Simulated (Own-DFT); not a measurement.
# A change of arrangement and its cost: As32Ga32, 64 atoms

These are calculations, not measurements. The program, named Own-DFT, is a retired in-house plane-wave density functional code that no person has reviewed. Each row is one single-point run on a periodic cell that was not relaxed, without spin or spin-orbit coupling.

Settings of every run: PBE; PseudoDojo norm-conserving scalar-relativistic files; cutoff 42 hartree; 3 x 3 x 3 k mesh centred on Gamma; Fermi-Dirac smearing of 0.1 eV.

Known limits, some of them of some rows only: not probed for a lower state with spin; forces on such cells failed a check on a denser k mesh; forces not confirmed at this smearing and k mesh; stress not checked against mesh or cutoff.

All cells hold the same atoms in the same cell, with vectors in Å (11.307, 0.000, 0.000); (0.000, 11.307, 0.000); (0.000, 0.000, 11.307). Every atom was moved at random from its ideal site; u is the rms move along one axis. The defect's site can differ from row to row. E is the free energy of the cell above the lowest run. The arrangements:

- A: zincblende GaAs
- B: zincblende GaAs, with one As on a Ga site and one Ga on an As site, 2.4 Å apart

| arrangement | u (Å) | E (eV) | P (GPa) |
|---|---|---|---|
| A | 0.0189 | 0.001 | 3.50 |
| A | 0.0199 | 0.000 | 3.50 |
| A | 0.0208 | 0.108 | 3.52 |
| A | 0.0449 | 1.873 | 3.93 |
| A | 0.0482 | 2.118 | 3.96 |
| A | 0.0515 | 2.053 | 3.96 |
| B | 0.0274 | 2.912 | 3.87 |
| B | 0.0281 | 3.035 | 3.92 |
| B | 0.0320 | 3.296 | 3.97 |
| B | 0.0450 | 3.890 | 4.07 |
| B | 0.0490 | 4.203 | 4.13 |
| B | 0.0494 | 4.760 | 4.28 |

Question: once the cost of the random moves is taken out, how do the arrangements rank?

## Worked answer

Fit E = a + b u², with one b for all and one a for each arrangement, and with residuals divided by u², since the noise grows with the moves. Then b = 975 eV/Å², the scatter at u = 0.04 Å is 0.17 eV, and against A:

- B: 2.56 ± 0.06 eV (higher)

These are energies of unrelaxed cells. Relaxing the atoms lowers the strained arrangements most, so the gaps would shrink and small ones could change sign.
